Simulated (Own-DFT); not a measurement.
# One host, several defects: zincblende GaAs

The numbers are computed, not measured, by runs of the plane-wave DFT program Own-DFT (in-house, retired, unreviewed) at fixed positions, with no spin and no spin-orbit coupling.

Settings: PBE; PseudoDojo norm-conserving scalar-relativistic files; cutoff 42 hartree; 3 x 3 x 3 k mesh centred on Gamma; Fermi-Dirac smearing of 0.1 eV.

Keep in mind (not all hold for every row): not probed for a lower state with spin; forces not confirmed at this smearing and k mesh; stress not checked against mesh or cutoff.

All runs share one cell, with vectors in Å (11.737, 0.000, 0.000); (0.000, 11.737, 0.000); (0.000, 0.000, 10.919) and a volume of 1504.3 Å³, strained against the parent crystal. Atoms were moved at random from their sites; u is the rms move along one axis. The defect's site can differ from row to row.

```
                             cell     formula   u (Å)  P (GPa)
                        no defect    As32Ga32  0.0283     0.72
                        no defect    As32Ga32  0.0291     0.73
                        no defect    As32Ga32  0.0545     1.15
              one P on an As site   As31Ga32P  0.0280     0.48
              one P on an As site   As31Ga32P  0.0483     0.88
              one P on an As site   As31Ga32P  0.0503     0.83
one As vacancy and one Ga vacancy    As31Ga31  0.0296     0.44
one As vacancy and one Ga vacancy    As31Ga31  0.0494     0.72
one As vacancy and one Ga vacancy    As31Ga31  0.0497     0.70
              one Al on a Ga site  AlAs32Ga31  0.0297     0.70
              one Al on a Ga site  AlAs32Ga31  0.0466     1.00
              one Al on a Ga site  AlAs32Ga31  0.0528     1.04
              one In on a Ga site  As32Ga31In  0.0286     1.32
              one In on a Ga site  As32Ga31In  0.0290     1.30
              one In on a Ga site  As32Ga31In  0.0485     1.66
              one In on a Ga site  As32Ga31In  0.0521        ?
```

## What the rows give

P = P0 + c u² + a shift for each defect gives P0 = 0.56 GPa, c = 200 ± 12 GPa/Å² and a scatter of 0.04 GPa. The shifts, and each times the cell's volume:

- one In on a Ga site: 0.60 ± 0.03 GPa, 5.6 eV
- one Al on a Ga site: -0.04 ± 0.03 GPa, -0.4 eV (not resolved)
- one P on an As site: -0.21 ± 0.03 GPa, -1.9 eV
- one As vacancy and one Ga vacancy: -0.33 ± 0.03 GPa, -3.1 eV

A positive shift means that the defect pushes the cell outwards. Shift times volume (160.2 GPa Å³ is 1 eV) depends little on the cell's size, so, taken for each site, it can be compared between cells at like pressure. The atoms around the defects weren't relaxed, which would change these numbers.

## Prediction

Question: what pressure belongs in the blank (one In on a Ga site, u = 0.0521 Å)?

From the fit: 1.70 ± 0.05 GPa. The hidden result is 1.67 GPa.
